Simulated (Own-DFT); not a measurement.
# Wall times of self-consistent runs

Wall times of single-point runs (energy, forces and, in most, stress) with one build of Own-DFT, an in-house plane-wave density functional program, since retired. Each ran alone on one NVIDIA H200 card, with norm-conserving files, no spin and no use of crystal symmetry. The k points are those left after time reversal, where it was used. Plane waves for each k point are estimated as V (2 E)^(3/2) / (6 π²) in atomic units.

```
cell,atoms,valence electrons,cutoff (hartree),volume (Å³),k mesh,k points,plane waves,time (s)
Ga4P4,8,72,42,162,5x5x5,63,14200,96
In32P32,64,576,36,1617,3x3x3,14,112600,1098
Ga32P32,64,576,42,1291,3x3x3,14,113300,937
Ga31InP32,64,576,42,1295,3x3x3,14,113600,1042
AsGa32P31,64,586,42,1295,3x3x3,14,113600,1115
Ga8In24P32,64,576,42,1505,3x3x3,14,132000,1239
Ga49P47,96,872,42,1943,2x3x3,10,170500,2150
As32In30,62,870,42,1779,3x3x3,14,156100,2682
As32GaIn31,64,896,42,1779,3x3x3,14,156100,2124
As34In30,64,900,42,1779,3x3x3,14,156100,2311
Ga46P50,96,848,42,1943,2x3x3,10,170500,?
```

## Worked fit

Take the size N = k points x plane waves x valence electrons. A line through log(time) against log(N) has a slope of 0.95 ± 0.04 and a scatter of a factor 1.13. Part of the scatter may come from the number of self-consistent steps, which isn't shown. Times belong to this build alone.

## Withheld run

Question: how long should the last run take? Its N is 1.45e+09.

The line gives about 1732 s. It took 2020 s.
